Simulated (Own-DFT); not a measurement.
# One host, several defects: zincblende GaAs

Everything here is calculated. The program is Own-DFT (plane waves, in-house, since retired, never reviewed by a person); positions were held fixed, and spin and spin-orbit coupling were off.

All runs used: PBE; PseudoDojo norm-conserving scalar-relativistic files; cutoff 42 hartree; 3 x 3 x 3 k mesh centred on Gamma; Fermi-Dirac smearing of 0.1 eV.

Keep in mind (not all hold for every row): not probed for a lower state with spin; forces not confirmed at this smearing and k mesh; stress not checked against mesh or cutoff.

All runs share one cell, with vectors in Å (11.737, 0.000, 0.000); (0.000, 11.737, 0.000); (0.000, 0.000, 10.919) and a volume of 1504.3 Å³, strained against the parent crystal. Atoms were moved at random from their sites; u is the rms move along one axis. The defect's site can differ from row to row.

```
cell,formula,u (Å),P (GPa)
no defect,As32Ga32,0.0290,0.75
no defect,As32Ga32,0.0292,0.76
no defect,As32Ga32,0.0544,1.14
one Al on a Ga site,AlAs32Ga31,0.0303,0.76
one Al on a Ga site,AlAs32Ga31,0.0333,0.82
one Al on a Ga site,AlAs32Ga31,0.0457,0.99
one P on an As site,As31Ga32P,0.0290,0.54
one P on an As site,As31Ga32P,0.0310,0.55
one P on an As site,As31Ga32P,0.0510,?
one P on an As site,As31Ga32P,0.0522,0.78
one As vacancy and one Ga vacancy,As31Ga31,0.0294,0.47
one As vacancy and one Ga vacancy,As31Ga31,0.0479,0.78
one As vacancy and one Ga vacancy,As31Ga31,0.0495,0.75
one In on a Ga site,As32Ga31In,0.0294,1.35
one In on a Ga site,As32Ga31In,0.0312,1.36
one In on a Ga site,As32Ga31In,0.0486,1.69
```

## What the rows give

P = P0 + c u² + a shift for each defect gives P0 = 0.61 GPa, c = 178 ± 13 GPa/Å² and a scatter of 0.04 GPa. The shifts, and each times the cell's volume:

- one In on a Ga site: 0.61 ± 0.03 GPa, 5.7 eV
- one Al on a Ga site: 0.01 ± 0.03 GPa, 0.1 eV (not resolved)
- one P on an As site: -0.26 ± 0.03 GPa, -2.4 eV
- one As vacancy and one Ga vacancy: -0.27 ± 0.03 GPa, -2.6 eV

A positive shift means that the defect pushes the cell outwards. Shift times volume (160.2 GPa Å³ is 1 eV) depends little on the cell's size, so, taken for each site, it can be compared between cells at like pressure. The atoms around the defects weren't relaxed, which would change these numbers.

## The run left out

Question: what pressure belongs in the blank (one P on an As site, u = 0.0510 Å)?

From the fit: 0.82 ± 0.05 GPa. Computed: 0.88 GPa.
